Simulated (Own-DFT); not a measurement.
# Energy and forces against displacement in 2H SiC, 32 atoms (C16Si16)

All numbers below are calculated, not measured. They come from Own-DFT, an in-house plane-wave density functional program, since retired, whose code no person has reviewed. Each row is one single-point run on a periodic cell that was not relaxed, without spin or spin-orbit coupling.

Settings of every run: PBE; PseudoDojo norm-conserving scalar-relativistic files; cutoff 42 hartree; 5 x 5 x 3 k mesh centred on Gamma; Fermi-Dirac smearing of 0.1 eV.

Known limits, some of them of some rows only: some atoms lie very close together; forces on such cells passed a denser k mesh, each cell not checked; stress not checked against mesh or cutoff.

Cell vectors in Å: (6.165, 0.000, 0.000); (-3.083, 5.339, 0.000); (0.000, 0.000, 10.068). In each run every atom was moved at random and independently from its ideal site; u is the rms move along one axis. E is the free energy for each atom above the fitted value at u = 0, and F the rms of the force components.

| run | u (Å) | E (meV/atom) | F (eV/Å) | largest force (eV/Å) | P (GPa) |
|---|---|---|---|---|---|
| 1 | 0.0284 | 33.3 | 0.917 | 3.45 | 3.90 |
| 2 | 0.0284 | 31.1 | 0.828 | 2.50 | 3.75 |
| 3 | 0.0300 | ? | ? | ? | ? |
| 4 | 0.0575 | 137.1 | 1.893 | 7.09 | 6.38 |
| 5 | 0.0597 | 131.9 | 1.765 | 5.63 | 6.46 |
| 6 | 0.0674 | 172.4 | 2.093 | 8.36 | 7.46 |
| 7 | 0.0985 | 324.6 | 2.907 | 10.80 | 10.66 |
| 8 | 0.1024 | 494.9 | 3.905 | 14.14 | 15.33 |
| 9 | 0.1116 | 493.6 | 3.946 | 16.95 | 14.87 |

## Worked fit

For small independent moves the energy grows as E = (3/2) K u², with K the mean stiffness felt by one atom. The runs with u up to 0.11 Å give K = 26.4 ± 1.8 eV/Å², with residuals divided by u² + 0.0006 Å², since the noise grows with the moves. The scatter is 13.6 meV/atom at u = 0.05 Å. The forces follow F = G u with G = 31.9 eV/Å²; no force at u = 0 is resolved. G exceeds K because the moves of its neighbours add to the force on an atom, and stiffness differs between atoms. The pressure follows P = 2.94 + 1004 u² GPa: at fixed volume, shortened bonds push harder than stretched ones pull.

## Withheld run

Question: what energy and rms force should run 3 give?

The fit gives 36 ± 7 meV/atom and about 0.96 eV/Å. The calculation gave 35.6 meV/atom and 0.915 eV/Å.
